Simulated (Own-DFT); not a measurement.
# Misfit strain and the stress it brings: grey tin, 32 atoms (Sn32)

Everything here is calculated. The program is Own-DFT (plane waves, in-house, since retired, never reviewed by a person); positions were held fixed, and spin and spin-orbit coupling were off.

Common settings: PBE; PseudoDojo norm-conserving scalar-relativistic files; cutoff 42 hartree; 3 x 3 x 5 k mesh centred on Gamma; cold (Marzari-Vanderbilt) smearing of 0.2 eV.

Caveats: forces on such cells failed a check on a denser k mesh; stress not checked against mesh or cutoff.

Unstrained cell vectors in Å: (12.978, 0.000, 0.000); (0.000, 12.978, 0.000); (0.000, 0.000, 6.489). The unstrained cell has measured lattice constants (interpolated for alloys), not those of this functional. That, the random moves and any unrelaxed bonds set the pressure at no strain. Each run strains x and y alike by e, as a substrate would, and holds the height along z. Each atom got a random Gaussian move of width 0.05 Å along each axis. Stress is positive in tension.

| e (%) | u (Å) | (s_xx + s_yy)/2 (GPa) | s_zz (GPa) |
|---|---|---|---|
| -2.50 | 0.043 | -6.79 | -5.97 |
| -2.00 | 0.054 | ? | ? |
| -1.50 | 0.057 | -5.50 | -5.16 |
| -1.00 | 0.047 | -4.79 | -4.37 |
| -0.50 | 0.052 | -4.11 | -4.06 |
| 0.25 | 0.049 | -3.27 | -3.38 |
| 1.75 | 0.059 | -1.92 | -2.27 |
| 2.25 | 0.048 | -1.35 | -1.93 |
| 2.50 | 0.049 | -1.02 | -1.73 |
| 3.00 | 0.048 | -0.58 | -1.39 |

## What the rows give

With e as a fraction, the in-plane stress is -3.6 + 114 e - 508 e² GPa (errors 2 and 114, scatter 0.09), and s_zz is -3.6 + 86 e - 400 e² GPa (slope ± 2, scatter 0.09). At e = 0 the first slope is C11 + C12 and the second 2 C12, both with the ions held to the strained lattice and at the cell's own pressure. The term in e² is negative: the layer stiffens under compression and softens under tension. A free layer would change its height as e changes, and the in-plane slope would drop by 2 C12²/C11 to the biaxial modulus. At fixed height, a misfit of 1 % moves the in-plane stress by about 1.1 GPa and s_zz by 0.9 GPa.

## The run left out

The question: what are the two stresses at e = -2.00 %?

The fitted form gives -6.1 and -5.5 GPa. The calculation gave -6.22 and -5.55 GPa.
